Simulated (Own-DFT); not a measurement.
# Computed records: SiC (4H silicon carbide, strained, atoms displaced)

All values are calculated (Own-DFT development build). A calculation, not a measurement: plane-wave PBE density functional theory by an unreviewed code, no spin, of a simulated periodic cell, stress positive in tension, free energy of the whole cell less one offset for each atom, forces on such cells passed a denser k mesh, this cell's mesh not checked; offsets are fitted by least squares, one for each functional and potential file, so energies compare only between cells with the same atoms and settings and are not formation energies; the far tail of each file's local potential was reset to the Coulomb form; each entry is a single point on an unrelaxed cell, so the pressure reflects the starting lattice, mostly measured values (interpolated for alloys), from which strain is counted, and rises with the displacements; printed positions are rounded, which can move forces by about a meV/angstrom; the program, named Own-DFT, is a retired in-house code; no spin-orbit coupling.

### SiC (4H silicon carbide, strained, atoms displaced)

```xyz
72
Lattice="9.0960 -0.0469 0.1174 -4.5886 8.0607 0.0392 0.1279 0.1231 9.8786" Properties=species:S:1:pos:R:3 SiC
Si    -4.4603     8.0470     4.0423
Si    -0.0480     1.8666     1.5210
C     -4.5653     8.0697     0.9723
C     -0.0215     1.7799     3.4859
Si    -1.4824     2.7722     4.0139
Si    -1.5199     4.4448     1.5827
C      7.5483     2.6371     1.0603
C     -1.4759     4.5674     3.3968
Si     6.0545     5.3939     4.1577
Si    -3.0642     7.2751     1.5869
C      6.0363     5.3149     1.0691
C     -3.0444     7.2980     3.5023
Si     3.1520     0.0409     4.0957
Si     3.0231     1.8675     1.5555
C     -1.5742     8.0439     0.9622
C      3.0702     1.7489     3.4217
Si     1.5443     2.7236     4.0830
Si     1.4176     4.5065     1.7085
C      1.6053     2.6299     1.0172
C      1.5897     4.4470     3.5539
Si     0.0838     5.4631     4.1334
Si    -0.0243     7.1240     1.6201
C     -0.0691     5.4006     0.9846
C     -0.0061     7.1974     3.5603
Si     1.5124     8.0107     4.2025
Si     6.0066     1.7444     1.5824
C      1.5044     8.0032     1.1148
C      6.1210     1.7576     3.4673
Si     4.6355     2.7676     4.1191
Si     4.5977     4.4214     1.6469
C      4.5215     2.7390     0.9888
C      4.4963     4.4895     3.4537
Si     3.1195     5.3314     4.1757
Si     3.0395     7.2485     1.5785
C      3.0222     5.2837     1.0321
C      3.1735     7.1583     3.5355
Si     4.4530     8.1150     9.0435
Si     4.5370     6.3512     6.5992
C      0.0945     0.0794     5.8815
C      4.6145     6.3085     8.3865
Si    -2.9301     5.4905     8.9858
Si     6.1739     3.6281     6.6785
C      6.0518     5.5027     6.0799
C      6.2007     3.5790     8.4542
Si     7.6476     2.7244     9.0879
Si     7.7004     0.8463     6.5666
C      7.6420     2.6714     6.0440
C      7.6706     1.0524     8.4806
Si     1.5604     8.1195     9.0833
Si     1.4809     6.3772     6.6086
C      1.5224     8.0634     5.9689
C      1.5920     6.3423     8.4351
Si     3.1591     5.4932     9.0423
Si     3.1047     3.5812     6.6334
C      3.1467     5.4481     6.0976
C      3.1351     3.6804     8.4635
Si     4.6305     2.7356     8.9352
Si     4.6795     1.0210     6.5823
C      4.6039     2.7795     5.9941
C      4.5639     0.9627     8.4005
Si    -1.4850     8.1419     9.0382
Si    -1.4681     6.3523     6.5199
C     -1.4945     8.1060     5.9690
C     -1.4047     6.3816     8.3263
Si     0.0619     5.5572     9.0128
Si     0.1175     3.6650     6.5924
C      0.0893     5.4786     5.9022
C      0.0101     3.6493     8.2882
Si     1.6418     2.7747     9.1076
Si     1.6836     0.9489     6.5036
C      1.6039     2.7698     5.8846
C      1.6612     0.9827     8.2659
```

* functional: PBE
* potential files: PseudoDojo norm-conserving, scalar-relativistic, standard set
* wave cutoff: 42 hartree
* occupations: Fermi-Dirac
* smearing width: 0.1 eV
* hardware: one NVIDIA H100
* k mesh: 4 x 4 x 3 centred on Gamma
* free energy of cell above offsets: -3.856 eV
* pressure: 13.22 GPa
* stress xx: -15.86 GPa
* stress yy: -4.44 GPa
* stress zz: -19.37 GPa
* stress yz: 4.28 GPa
* stress xz: 4.47 GPa
* stress xy: -0.94 GPa
* wall time: 348.8 s

Force:
```
element  x (eV/Å)  y (eV/Å)  z (eV/Å)
     Si    -3.102      2.88     1.509
     Si     1.589    -2.044     2.039
      C     0.121     2.144    -2.096
      C     1.211     1.227    -1.494
     Si    -0.191    -0.885     0.743
     Si    -1.124     0.964    -0.556
      C     -0.05      0.59    -0.666
      C    -0.027    -0.295      1.67
     Si     0.236     0.526     0.041
     Si    -0.141    -2.302     0.988
      C     1.207     1.362      0.13
      C     3.622    -2.893     -1.83
     Si    -1.954     0.549    -0.396
     Si     2.624    -3.006     1.982
      C     1.541     1.055     0.935
      C     0.466     1.785     0.902
     Si    -0.015    -1.937    -0.865
     Si     2.462    -0.485    -1.391
      C    -4.874     2.743    -0.144
      C    -1.209     1.801    -0.668
     Si    -0.705    -1.565    -1.685
     Si    -0.956     0.953     1.248
      C      0.71    -0.897     0.178
      C     1.037    -0.881     -1.84
     Si     2.019     1.223    -2.919
     Si    -0.001     0.356     1.518
      C    -1.447     1.142    -2.107
      C    -0.656     0.546     0.825
     Si    -0.877    -1.949    -0.837
     Si    -2.102     1.113    -0.611
      C     0.965     -1.98    -1.045
      C     2.882    -0.702     1.428
     Si    -1.467     2.183     0.266
     Si     0.065    -4.063     3.233
      C    -0.467     1.852    -0.042
      C    -3.035    -1.001    -0.281
     Si     4.376    -0.366     0.647
     Si     1.836     0.613     0.204
      C     0.822    -0.079    -0.318
      C     0.717     1.285     2.462
     Si    -0.289    -0.421    -0.837
     Si    -0.294     0.646     -2.21
      C     1.518    -2.368    -1.518
      C    -1.347     1.703     1.337
     Si     0.857     1.344     0.019
     Si    -1.041     2.112     0.136
      C     0.343     0.792    -0.936
      C    -1.682     -2.58    -1.199
     Si    -0.258     0.572    -0.114
     Si     2.365    -1.362    -0.335
      C     0.585     1.462     2.026
      C     0.336     0.995     0.595
     Si    -1.117      -1.7     0.776
     Si    -0.667     1.899    -0.736
      C    -3.313     -1.72     -2.26
      C    -0.525     -0.03    -0.154
     Si     0.121     0.684     2.088
     Si    -1.315    -1.257     -1.22
      C     1.245    -0.465    -0.272
      C     2.271     0.136     0.687
     Si    -0.748    -0.378    -1.262
     Si    -0.065     0.015    -0.599
      C     2.293     0.462    -0.528
      C    -0.877      0.14     1.791
     Si     0.025    -2.449    -0.437
     Si    -0.724    -0.483    -4.164
      C    -1.355    -1.257     1.814
      C     1.965     1.208     5.505
     Si    -0.775    -0.225     -3.19
     Si    -2.237     1.152    -1.093
      C     0.191    -0.624     1.521
      C    -1.593     0.433     3.613
```
